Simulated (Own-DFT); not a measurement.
Si₄₇N₆₄ (beta silicon nitride with one vacancy, atoms displaced) (calculated)

All values are calculated (Own-DFT development build). A calculation, not a measurement: plane-wave PBE density functional theory by an unreviewed code, no spin, of a simulated periodic cell, stress positive in tension, free energy of the whole cell less one offset for each atom, defect cell not probed for a lower state with spin; forces on such cells moved up to 12 meV/angstrom on a denser k mesh; offsets are fitted by least squares, one for each functional and potential file, so energies compare only between cells with the same atoms and settings and are not formation energies; the far tail of each file's local potential was reset to the Coulomb form; each entry is a single point on an unrelaxed cell, so the pressure reflects the starting lattice, mostly measured values (interpolated for alloys), from which strain is counted, and rises with the displacements; printed positions are rounded, which can move forces by about a meV/angstrom; the program, named Own-DFT, is a retired in-house code; no spin-orbit coupling; before rounding, a Quantum ESPRESSO 7.3.1 run of the same cell and cutoff gave forces within 1 meV/angstrom rms on each cell, which checks the program and not the settings.

Common to all runs: functional PBE; potential files PseudoDojo norm-conserving, scalar-relativistic, standard set; wave cutoff 42 hartree; occupations Fermi-Dirac; smearing width 0.1 eV; k mesh 2 x 2 x 4 centred on Gamma.

(1) Si₄₇N₆₄ (beta silicon nitride with one vacancy, atoms displaced)

```xyz
111
Lattice="15.2120 0.0000 0.0000 -7.6060 13.1740 0.0000 0.0000 0.0000 5.8180" Properties=species:S:1:pos:R:3 Si47N64
Si    -1.6245     5.0536     0.7721
Si     1.5039     5.3984     0.7445
Si     5.3503     1.5096     2.1574
Si     3.6066     3.8783     2.2145
Si     2.3426     1.0518     2.1778
N      2.4179     0.1608     0.7647
N      6.2100     1.9881     0.7732
N      2.8293     4.3960     0.7604
N      1.3490     6.3736     2.1542
N     -2.5129     4.6939     2.1294
N      1.0277     2.1935     2.2417
N      0.0261     4.4086     0.7317
N      3.7358     2.2802     2.1696
Si    -1.6817     5.0663     3.6766
Si     0.1713     2.6628     3.5964
Si     1.3636     5.4619     3.6718
Si     5.3940     1.5707     5.1313
Si     3.6080     3.9058     5.0842
Si     2.4132     1.1292     5.0847
N      2.4691     0.1924     3.6431
N      6.1891     1.9977     3.6253
N      2.7918     4.3531     3.7368
N      1.4176     6.2896     5.1045
N     -2.5162     4.5716     5.0948
N      1.0588     2.1094     5.0414
N      0.0027     4.4756     3.6779
N      3.7871     2.2000     5.0390
Si    -5.4016    11.6471     0.7309
Si    -3.5728     9.3101     0.5844
Si    -2.4224    12.0837     0.7426
Si     1.6238     8.1769     2.1993
Si    -0.2044    10.5336     2.1677
Si    -1.3497     7.7398     2.1282
N     -1.4069     6.8297     0.7702
N      2.4858     8.6478     0.7407
N     -0.9509    10.9251     0.7776
N     -2.4201    12.9832     2.2328
N     -6.2088    11.1578     2.1899
N     -2.8169     8.8090     2.1400
N     -3.7998    11.0246     0.7326
N     -0.0270     8.7056     2.2474
Si    -5.4677    11.6098     3.7419
Si    -3.6847     9.2321     3.6408
Si    -2.3151    12.0498     3.6625
Si     1.5843     8.0733     5.0462
Si    -0.2104    10.5098     5.1228
Si    -1.2774     7.6977     5.0267
N     -1.4060     6.8067     3.4892
N      2.4284     8.5776     3.6173
N     -1.0374    10.9066     3.5613
N     -2.4893    13.0034     5.0771
N     -6.1637    11.2152     5.0987
N     -2.7584     8.6614     5.0883
N     -3.7106    10.9922     3.5272
N     -0.0455     8.7943     5.0447
Si     5.9909     5.0944     0.7281
Si     7.8384     2.6265     0.7238
Si     8.9928     5.3596     0.7012
Si    12.9761     1.5125     2.2257
Si    11.2486     3.9888     2.1747
Si    10.0413     1.2133     2.2880
N     10.0201     0.2786     0.6382
N     13.8525     2.0028     0.8413
N     10.3845     4.3809     0.6955
N      9.0811     6.3179     2.1058
N      5.1977     4.6082     2.2097
N      8.6478     2.2682     2.1667
N      7.5546     4.4452     0.7049
N     11.2952     2.2412     2.1636
Si     6.0578     5.0415     3.5766
Si     7.8122     2.6573     3.5168
Si     9.1033     5.4508     3.7220
Si    13.1174     1.4438     5.0350
Si    11.2327     3.9487     5.1019
Si    10.0679     1.1454     5.0527
N     10.0294     0.1698     3.5982
N     13.8750     1.9491     3.5718
N     10.4338     4.3716     3.5818
N      9.0292     6.4417     5.0959
N      5.1451     4.6220     5.1559
N      8.6774     2.2427     5.1193
N      7.5305     4.3064     3.6062
N     11.4230     2.1970     5.1247
Si     2.1889    11.6977     0.7141
Si     3.9772     9.2408     0.7384
Si     5.2641    11.9837     0.6940
Si     9.2205     8.0826     2.1984
Si     7.3009    10.4474     2.1315
Si     6.2430     7.7507     2.2030
N      6.2247     6.8269     0.6927
N     10.0375     8.6105     0.7561
N      6.4660    11.0190     0.6597
N      5.2394    12.9179     2.2429
N      1.3191    11.2052     2.1816
N      4.8177     8.7605     2.0897
N      3.6555    11.1054     0.7015
N      7.6188     8.7622     2.2425
Si     2.1193    11.6409     3.7059
Si     4.0107     9.1688     3.6079
Si     5.1923    11.9738     3.7702
Si     9.2111     8.1484     5.0881
Si     7.4602    10.5337     5.0653
Si     6.2314     7.7312     5.0170
N      6.2534     6.8621     3.6730
N      9.9481     8.5830     3.6453
N      6.6068    10.9802     3.6867
N      5.3036    12.9823     5.0426
N      1.3739    11.2436     5.1018
N      4.8835     8.8216     5.0633
N      3.7814    10.9555     3.6686
N      7.7607     8.8525     5.1679
```

* free energy of cell above offsets: 3.170 eV
* pressure: 7.9 GPa
* stress xx: -9.24 GPa
* stress yy: -6.31 GPa
* stress zz: -8.15 GPa
* stress yz: -0.58 GPa
* stress xz: 0.82 GPa
* stress xy: -0.75 GPa

Force:
```csv
element,x (eV/Å),y (eV/Å),z (eV/Å)
Si,2.752,0.176,-2.013
Si,-2.528,-1.148,0.732
Si,-1.171,1.454,1.879
Si,-1.213,2.989,0.551
Si,0.14,3.718,0.765
N,-0.112,0.294,-1.681
N,0.823,-0.184,-0.904
N,0.952,0.052,-0.123
N,1.463,1.401,1.205
N,2.261,0.483,2.427
N,0.85,-0.874,-0.331
N,-0.929,1.089,0.037
N,1.275,-5.737,-0.309
Si,1.905,0.817,-1.514
Si,1.994,1.22,1.716
Si,1.546,-1.685,-2.371
Si,-0.591,0.049,-1.529
Si,-0.173,-0.59,2.304
Si,0.352,0.677,0.498
N,-0.574,-2.315,0.428
N,0.601,-0.584,0.022
N,-1.729,1.999,-3.381
N,0.475,4.278,0.694
N,4.691,2.794,0.423
N,-1.564,0.935,-1.656
N,-2.569,-2.239,-0.14
N,0.785,-0.675,0.806
Si,1.026,-0.157,2.013
Si,-0.022,-0.745,4.137
Si,0.007,-1.443,0.159
Si,-2.096,-2.149,-1.806
Si,0.473,-3.441,1.373
Si,-2.887,2.095,0.425
N,-0.105,-2.411,-4.007
N,-4.701,-2.695,-1.102
N,-3.41,2.592,-2.822
N,0.67,0.165,-1.419
N,-2.041,-0.291,0.147
N,0.491,-0.839,-0.029
N,0.724,-0.452,-0.953
N,2.854,3.452,-0.689
Si,5.046,2.105,-6.491
Si,3.346,0.739,-1.725
Si,-2.228,-1.279,-0.531
Si,-0.211,0.079,1.755
Si,-0.183,-0.255,-1.647
Si,-3.091,-1.004,0.317
N,-0.337,-2.013,4.33
N,-0.163,-0.591,1.112
N,0.247,1.351,3.421
N,1.532,-0.021,1.179
N,-3.065,-1.148,3.173
N,-0.698,0.599,-2.009
N,-2.508,-0.618,1.728
N,3.463,0.115,0.427
Si,-0.082,0.303,0.147
Si,-0.881,2.266,-0.979
Si,-0.542,1.235,0.001
Si,-0.761,-0.92,-2.227
Si,-3.144,-2.546,-1.552
Si,-1.316,-1.562,-4.127
N,-0.785,-1.713,3.641
N,-1.211,-0.545,-2.691
N,0.052,0.309,0.308
N,0.006,1.36,2.779
N,-0.78,0.365,-0.959
N,1.083,-1.754,-0.679
N,1.23,-2.239,-0.055
N,4.139,0.921,0.832
Si,-1.558,0.782,2.961
Si,-1.223,0.028,4.497
Si,-2.236,-0.862,-3.244
Si,-0.334,3.921,3.336
Si,-3.689,-3.5,-0.693
Si,-0.437,1.637,0.198
N,-0.513,0.248,1.28
N,-1.602,0.127,1.982
N,-0.866,1.134,2.481
N,0.205,-1.519,0.282
N,1.218,0.625,-2.265
N,-0.456,-0.723,-2.577
N,3.666,2.689,0.389
N,1.795,-0.2,-1.021
Si,-2.42,2.738,1.375
Si,2.521,3.867,-2.566
Si,-7.399,5.279,2.029
Si,-0.246,-0.612,-1.725
Si,1.861,1.18,1.18
Si,0.049,-0.444,-1.926
N,-0.26,0.015,0.758
N,0.172,-0.071,-1.11
N,6.725,-4.813,0.449
N,-0.039,-0.075,-0.455
N,1.745,0.899,0.398
N,0.773,-0.41,2.712
N,6.853,-3.722,0.139
N,-0.598,0.285,-0.466
Si,3.009,0.029,-3.54
Si,1.115,3.003,0.296
Si,-0.863,-0.802,-4.778
Si,1.75,-1.047,2.119
Si,-0.72,-1.157,0.935
Si,1.561,2.841,4.581
N,-0.436,-3.477,-3.28
N,1.551,0.276,-0.221
N,-0.089,-0.203,-1.683
N,-0.225,-1.228,2.748
N,-2.697,-1.196,1.037
N,-0.811,-0.493,0.251
N,-0.355,-0.792,0.033
N,-5.35,0.129,-0.336
```

(2) Si₄₇N₆₄ (beta silicon nitride with one vacancy, atoms displaced)

```xyz
111
Lattice="15.2120 0.0000 0.0000 -7.6060 13.1740 0.0000 0.0000 0.0000 5.8180" Properties=species:S:1:pos:R:3 Si47N64
Si    -1.6627     5.0008     0.6998
Si     0.1899     2.5263     0.7638
Si     1.4458     5.4471     0.8185
Si     5.3930     1.4370     2.1346
Si     3.6027     3.9674     2.1994
Si     2.4253     1.2455     2.2503
N      2.4233     0.1626     0.6929
N      6.2484     1.9941     0.7485
N      2.8346     4.3915     0.6621
N      1.3890     6.4186     2.2242
N     -2.4282     4.6565     2.1307
N      1.0876     2.1793     2.1681
N      0.1024     4.4426     0.6879
N      3.8027     2.0885     2.1497
Si    -1.6107     5.0904     3.6961
Si     0.2008     2.6159     3.5369
Si     1.3306     5.4156     3.6724
Si     5.3834     1.6074     5.0375
Si     3.5869     3.9163     5.0692
Si     2.4183     1.0938     5.0946
N      2.4395     0.2551     3.6682
N      6.2607     2.0061     3.6669
N      2.7431     4.4329     3.5744
N      1.4144     6.3953     5.1156
N     -2.4055     4.6211     5.0827
N      1.0602     2.2196     5.0740
N      0.0004     4.3866     3.5685
N      3.8852     2.1308     5.0357
Si    -5.4021    11.6469     0.7381
Si    -2.3619    12.0098     0.7066
Si     1.5855     8.0261     2.1857
Si    -0.3157    10.5208     2.2084
Si    -1.3812     7.7916     2.1650
N     -1.3336     6.7918     0.8591
N      2.4493     8.5640     0.7098
N     -0.9429    10.8567     0.6916
N     -2.4820    12.9504     2.1634
N     -6.2232    11.1961     2.1797
N     -2.7576     8.7898     2.2512
N     -3.8847    10.9588     0.7926
N     -0.0942     8.7681     2.1873
Si    -5.3052    11.6985     3.7076
Si    -3.7098     9.2666     3.5887
Si    -2.4603    12.0324     3.5964
Si     1.6448     8.2270     5.1262
Si    -0.3180    10.5182     5.0521
Si    -1.3913     7.6670     5.0838
N     -1.4915     6.7860     3.6484
N      2.4186     8.6132     3.5935
N     -1.0311    11.0472     3.6200
N     -2.4048    12.9579     5.0198
N     -6.3122    11.1720     5.1028
N     -2.7713     8.7773     5.1317
N     -3.7864    11.0040     3.5579
N     -0.0417     8.8549     5.1471
Si     5.9396     5.0575     0.7084
Si     7.9081     2.7224     0.6898
Si     9.0030     5.4332     0.6904
Si    13.0424     1.5125     2.1287
Si    11.1992     3.8888     2.1622
Si     9.9854     1.1148     2.1789
N     10.1185     0.1827     0.7188
N     13.8980     1.9331     0.7244
N     10.4350     4.4477     0.7606
N      8.9414     6.3469     2.1871
N      5.1511     4.6045     2.1289
N      8.6692     2.1017     2.1606
N      7.6030     4.3816     0.7285
N     11.3627     2.1786     2.1236
Si     6.0784     5.1493     3.6215
Si     7.7753     2.6164     3.5789
Si     9.1011     5.4009     3.7107
Si    13.0475     1.4660     5.0488
Si    11.1635     3.9634     5.0894
Si    10.0222     1.1452     5.0742
N     10.1166     0.1929     3.5463
N     13.7337     1.9694     3.6325
N     10.3846     4.3131     3.6904
N      9.0215     6.3190     4.9611
N      5.1806     4.5770     5.0708
N      8.6407     2.1401     5.0243
N      7.5338     4.4112     3.6537
N     11.4666     2.2324     5.0214
Si     2.2124    11.6985     0.8299
Si     4.0365     9.2048     0.7108
Si     5.2533    12.0845     0.6883
Si     9.2048     8.1606     2.1389
Si     7.3786    10.4188     2.2151
Si     6.2518     7.7376     2.2086
N      6.2222     6.8209     0.7390
N      9.8950     8.5999     0.6699
N      6.5414    11.0226     0.6452
N      5.2497    13.0427     2.0678
N      1.3653    11.1269     2.1935
N      4.8318     8.7765     2.2124
N      3.8457    10.9565     0.6709
N      7.6483     8.8147     2.1811
Si     2.1667    11.7141     3.6065
Si     4.0779     9.2084     3.7270
Si     5.2354    12.0764     3.5681
Si     9.1947     8.1481     5.0882
Si     7.4997    10.5636     5.0571
Si     6.2783     7.7220     5.0019
N      6.2227     6.7865     3.5124
N     10.0140     8.5754     3.6245
N      6.6024    11.0953     3.6341
N      5.1942    12.9948     5.0272
N      1.2794    11.1593     5.1159
N      4.9347     8.7392     5.0728
N      3.7804    10.9326     3.7127
N      7.6435     8.8179     5.0275
```

- free energy of cell above offsets: 2.876 eV
- pressure: 7.79 GPa
- stress xx: -9.16 GPa
- stress yy: -7.17 GPa
- stress zz: -7.05 GPa
- stress yz: -0.93 GPa
- stress xz: 0.94 GPa
- stress xy: 0.1 GPa

Force:
```csv
element,x (eV/Å),y (eV/Å),z (eV/Å)
Si,4.661,2.785,1.349
Si,3.353,4.904,-2.772
Si,-0.538,0.213,-2.779
Si,0.677,2.217,0.766
Si,-0.154,-2.377,-1.8
Si,1.077,-4.773,-1.867
N,-0.776,1.706,1.683
N,0.572,-0.212,-1.032
N,-0.77,0.619,2.492
N,0.348,-2.929,0.331
N,-1.476,-1.467,2.72
N,-2.165,0.502,-0.001
N,-3.089,-3.2,0.467
N,1.623,4.187,0.185
Si,1.076,-0.178,-3.315
Si,-0.731,1.746,3.478
Si,0.524,1.481,0.662
Si,3.305,-2.954,2.14
Si,0.347,-1.382,-1.436
Si,0.964,2.308,1.254
N,-0.623,-1.679,-1.299
N,-2.114,-1.623,-2.574
N,0.758,-0.627,1.458
N,0.29,0.907,0.296
N,-1.996,-0.865,0.072
N,-0.557,-0.994,-0.455
N,-1.353,-1.42,0.206
N,-5.247,2.891,0.235
Si,-1.056,-1.128,0.423
Si,-1.753,-2.272,-1.048
Si,-0.571,4.6,0.138
Si,2.473,-2.2,-0.987
Si,-3.044,-0.861,1.616
N,-0.831,-2.245,-4.24
N,0.456,-0.29,1.97
N,-4.413,4.057,2.28
N,1.152,-0.538,-0.662
N,-0.545,0.288,1.626
N,-0.263,0.262,0.88
N,3.378,0.947,-0.691
N,4.611,1.638,0.489
Si,-3.125,-0.788,-1.887
Si,3.604,-0.27,1.207
Si,0.962,-0.188,0.645
Si,-3.036,-1.727,-2.668
Si,2.57,-0.947,-0.59
Si,0.019,2.49,2.559
N,0.695,-0.645,-0.428
N,0.512,-0.557,1.215
N,-1.339,0.88,-0.224
N,0.52,0.937,1.575
N,8.23,4.072,-0.46
N,-0.644,0.17,-2.362
N,-0.631,-0.694,0.882
N,0.943,-3.007,-0.888
Si,2.063,0.617,-0.187
Si,-1.89,-1.524,0.23
Si,-0.877,1.036,0.964
Si,-3.042,1.677,0.809
Si,0.913,-0.448,1.259
Si,2.81,0.717,-1.671
N,-0.853,1.002,-0.302
N,-2.055,-0.773,-0.9
N,-1.154,0.279,-1.318
N,1.097,0.654,0.096
N,1.008,0.828,2.006
N,-2.489,1.789,-0.247
N,0.114,0.772,-0.256
N,1.621,0.005,-0.088
Si,-2.781,-3.092,-0.536
Si,1.791,2.579,0.347
Si,-3.212,-1.932,-6.516
Si,-2.18,1.674,1.436
Si,2.272,-2.329,1.53
Si,2.324,0.186,-0.57
N,-0.703,0.092,2.66
N,3.78,1.121,-2.121
N,-0.168,0.715,-2.597
N,0.052,4.006,6.125
N,0.242,1.079,-1.181
N,-0.213,0.258,0.641
N,4.209,-2.019,-0.212
N,-0.98,-0.738,0.861
Si,-0.099,-3.084,-3.389
Si,0.968,1.572,0.952
Si,-1.952,-2.031,-1.388
Si,1.351,-1.899,-0.289
Si,0.097,4.435,-1.624
Si,0.086,2.3,-3.723
N,-0.144,-0.894,-1.645
N,0.907,0.014,1.353
N,2.522,-1.457,1.476
N,-0.083,-1.962,2.027
N,-0.525,0.95,0.423
N,0.735,-0.651,-0.219
N,-0.593,0.86,0.744
N,-2.121,-2.292,0.353
Si,0.193,-3.511,2.395
Si,-2.045,1.639,-3.001
Si,-2.233,-1.273,0.128
Si,0.803,-1.443,-1.024
Si,-7.681,-2.767,0.396
Si,1.259,-0.036,1.96
N,-0.095,0.417,3.897
N,-1.811,-0.738,-0.316
N,1.068,-1.226,-0.603
N,0.342,-0.604,0.342
N,2.595,2.211,-0.471
N,-1.343,-0.033,1.361
N,1.026,1.928,-0.805
N,-1.786,-0.429,-0.407
```

(3) Si₄₇N₆₄ (beta silicon nitride with one vacancy, atoms displaced)

```xyz
111
Lattice="15.2120 0.0000 0.0000 -7.6060 13.1740 0.0000 0.0000 0.0000 5.8180" Properties=species:S:1:pos:R:3 Si47N64
Si    -1.5754     5.1231     0.6999
Si     0.2106     2.7441     0.7913
Si     1.3858     5.4870     0.6917
Si     5.4996     1.5551     2.1949
Si     3.5784     3.9490     2.1852
Si     2.4390     1.2282     2.2453
N      2.4018     0.1723     0.6390
N      6.2127     1.9755     0.7153
N      2.8457     4.4215     0.7763
N      1.3842     6.3981     2.1563
N     -2.4363     4.5469     2.2620
N      0.9907     2.2262     2.2282
N      0.0054     4.4377     0.7174
N      3.7384     2.2515     2.2182
Si    -1.5820     5.0917     3.6720
Si     0.2515     2.7068     3.6626
Si     1.3975     5.4030     3.6554
Si     5.2294     1.5260     5.1564
Si     3.6132     3.9439     5.0332
Si     2.4856     1.1606     5.1410
N      2.3593     0.2093     3.6072
N      6.1685     2.0131     3.6701
N      2.8124     4.3554     3.6062
N      1.2473     6.4487     5.1087
N     -2.4346     4.6310     5.1552
N      1.0254     2.1995     5.0319
N     -0.0076     4.4591     3.6762
N      3.8314     2.2177     5.0720
Si    -5.3956    11.5967     0.6922
Si    -3.5136     9.2511     0.7009
Si     1.5890     8.1001     2.2661
Si    -0.1537    10.5116     2.1765
Si    -1.3927     7.7539     2.1686
N     -1.4010     6.7245     0.7986
N      2.3929     8.5104     0.6825
N     -0.9841    11.0573     0.7434
N     -2.4223    13.0451     2.1633
N     -6.2570    11.2040     2.2139
N     -2.8028     8.8181     2.1600
N     -3.7989    10.9427     0.6707
N     -0.0168     8.7367     2.0562
Si    -5.4055    11.6485     3.6599
Si    -3.4944     9.1918     3.6311
Si    -2.3392    11.9904     3.5642
Si     1.6190     8.1530     5.1248
Si    -0.2321    10.4798     5.1229
Si    -1.3871     7.8055     5.0149
N     -1.4072     6.7689     3.6276
N      2.4510     8.5444     3.5402
N     -1.0495    11.0190     3.6020
N     -2.3528    13.0665     5.0803
N     -6.2394    11.1712     5.1627
N     -2.8014     8.7477     5.1402
N     -3.7790    10.9449     3.5750
N     -0.0430     8.8138     5.0184
Si     6.1122     5.0593     0.7053
Si     7.7506     2.6216     0.7117
Si     8.9683     5.4518     0.8034
Si    13.0631     1.5653     2.1676
Si    11.2223     3.8820     2.1351
Si     9.9582     1.1199     2.1891
N     10.0968     0.2402     0.7837
N     13.8760     1.9834     0.7087
N     10.3650     4.3360     0.7610
N      8.9776     6.3945     2.1100
N      5.1727     4.5456     2.2014
N      8.6627     2.2210     2.2011
N      7.6526     4.3843     0.7505
N     11.4420     2.2102     2.2337
Si     6.0552     5.0549     3.6518
Si     7.7896     2.6920     3.6092
Si     8.9391     5.4655     3.7752
Si    13.1009     1.5950     5.1430
Si    11.1521     3.8400     5.0818
Si    10.0436     1.0747     5.0379
N     10.0402     0.2505     3.6226
N     13.8155     2.0812     3.6630
N     10.4216     4.3560     3.5538
N      9.0149     6.3924     5.1690
N      5.1530     4.6249     5.1242
N      8.6360     2.2359     5.1622
N      7.6541     4.3805     3.6077
N     11.4147     2.1789     5.1069
Si     2.2375    11.6972     0.7398
Si     4.1194     9.2332     0.6957
Si     5.1787    12.1120     0.8336
Si     9.2457     8.0227     2.1670
Si     7.5153    10.4309     2.1532
Si     6.2031     7.7805     2.1469
N      6.0804     6.7470     0.7906
N     10.0598     8.5707     0.6966
N      6.5628    11.0082     0.7031
N      5.2088    12.9397     2.2047
N      1.3907    11.1554     2.2415
N      4.8804     8.7181     2.1209
N      3.7535    10.9629     0.7449
N      7.6591     8.7649     2.0882
Si     2.1439    11.6227     3.6832
Si     4.0847     9.2533     3.6620
Si     5.1732    12.0699     3.6378
Si     9.1908     8.0932     5.0940
Si     7.3556    10.5086     5.1006
Si     6.1677     7.7542     5.1425
N      6.1515     6.7994     3.5609
N      9.9993     8.5718     3.6067
N      6.5820    10.9799     3.6418
N      5.2114    12.9878     5.0209
N      1.4188    11.2087     5.0928
N      4.8641     8.8844     5.0643
N      3.8076    10.9689     3.6155
N      7.5893     8.8316     5.0513
```

* pressure: ?
* stress xx: ?

Questions
1. Si₄₇N₆₄ (beta silicon nitride with one vacancy, atoms displaced) (entry 3): pressure?
2. Give the missing stress xx for Si₄₇N₆₄ (beta silicon nitride with one vacancy, atoms displaced) (entry 3).
3. Give the table of force values for Si₄₇N₆₄ (beta silicon nitride with one vacancy, atoms displaced) (entry 3).

Answers
1. 7.48 GPa
2. -6.45 GPa
3. 
Force:
```csv
element,x (eV/Å),y (eV/Å),z (eV/Å)
Si,-1.231,-3.235,2.393
Si,1.313,-0.38,-2.047
Si,0.353,-0.906,1.254
Si,-3.663,-1.013,0.129
Si,1.7,-1.177,-0.564
Si,-0.829,-2.334,-2.216
N,-0.412,0.472,3.433
N,-0.488,0.349,-0.006
N,-2.202,1.423,-3.325
N,0.511,-0.916,1.524
N,2.012,1.366,-1.85
N,0.789,-0.554,-1.174
N,0.405,-0.486,0.153
N,2.62,-0.383,-0.415
Si,-1.607,-1.623,-0.089
Si,-1.948,1.15,-0.187
Si,-0.358,1.726,-0.732
Si,6.197,-0.892,-0.864
Si,-0.463,-0.649,2.513
Si,-1.847,-0.146,-2.373
N,0.192,-0.05,1.409
N,1.783,1.128,0.853
N,-2.199,2.086,1.556
N,1.48,-0.748,-1.536
N,-0.825,-0.502,-1.485
N,1.146,-0.322,3.394
N,0.844,-1.68,-0.189
N,-4.68,2.604,0.23
Si,1.812,1.607,2.375
Si,-2.924,2.234,1.472
Si,-1.497,-0.863,-5.026
Si,-2.825,-0.229,-1.3
Si,-0.126,-0.984,-0.153
N,-0.115,4.738,-1.972
N,3.101,1.39,2.803
N,0.855,-1.07,0.043
N,0.21,-0.442,1.496
N,2.437,1.092,-0.677
N,2.353,-2.131,0.433
N,-0.538,-0.26,0.026
N,0.685,1.524,1.325
Si,0.497,0.024,0.094
Si,-3.536,1.93,0.364
Si,-3.119,3.332,0.8
Si,-1.833,-0.668,-2.819
Si,-0.895,3.007,0.221
Si,0.385,-2.944,2.151
N,-0.382,2.407,0.004
N,2.033,0.914,4.84
N,3.759,-2.734,0.932
N,-0.439,-3.394,-2.496
N,-0.736,-0.309,-2.991
N,1.677,-1.168,-2.903
N,-0.259,0.13,0.539
N,1.745,-0.639,-0.223
Si,-3.089,-1.397,1.626
Si,2.034,1.181,1.015
Si,1.86,-2.935,-1.917
Si,-1.679,-0.24,1.694
Si,0.043,0.166,0.977
Si,2.404,2.865,0.226
N,-0.853,-1.714,-2.144
N,1.039,0.306,2.24
N,-0.859,1.333,-1.719
N,-0.069,-0.605,4.606
N,2.234,1.042,-0.256
N,-1.665,-0.341,-0.716
N,-0.819,-0.53,-0.314
N,-0.574,-2.309,-0.679
Si,-1.626,-0.238,-0.955
Si,0.536,-1.389,1.938
Si,2.7,-1.582,-3.831
Si,-3.239,-1.828,-3.159
Si,0.503,1.792,-0.235
Si,-0.014,3.569,3.017
N,-0.85,-3.502,-0.394
N,1.141,-0.399,-0.779
N,-2.316,1.848,2.927
N,-0.337,-0.02,-0.176
N,2.234,0.823,-0.939
N,0.859,-1.561,-2.729
N,-1.399,1.184,0.61
N,0.658,-1.28,0.172
Si,-0.837,-1.131,0.84
Si,-3.975,1.972,1.301
Si,-0.172,-3.64,-5.343
Si,-0.005,2.883,-0.865
Si,-4.239,1.511,0.497
Si,3.06,-1.593,0.862
N,0.717,1.662,-2.286
N,0.13,-0.744,0.516
N,0.016,0.021,1.723
N,0.519,4.149,1.245
N,1.032,1.059,-1.227
N,-2.511,2.008,1.475
N,2.338,0.201,0.113
N,-0.554,-1.571,0.317
Si,3.155,0.953,-1.712
Si,-1.872,1.492,-3.463
Si,0.6,-2.786,0.463
Si,0.041,2.002,-0.239
Si,0.102,0.922,-0.559
Si,1.85,-0.768,-1.749
N,0.291,0.19,2.681
N,1.444,-0.479,0.879
N,0.132,0.017,-1.259
N,0.229,1.648,3.507
N,-1.837,-0.561,1.737
N,1.289,-2.065,0.683
N,-0.448,0.347,0.212
N,-0.27,-2.742,0.395
```

Further results for Si₄₇N₆₄ (beta silicon nitride with one vacancy, atoms displaced) (entry 3):

- free energy of cell above offsets: 1.062 eV
- stress yy: -8.6 GPa
- stress zz: -7.38 GPa
- stress yz: -1.81 GPa
- stress xz: -1.75 GPa
- stress xy: 0.12 GPa
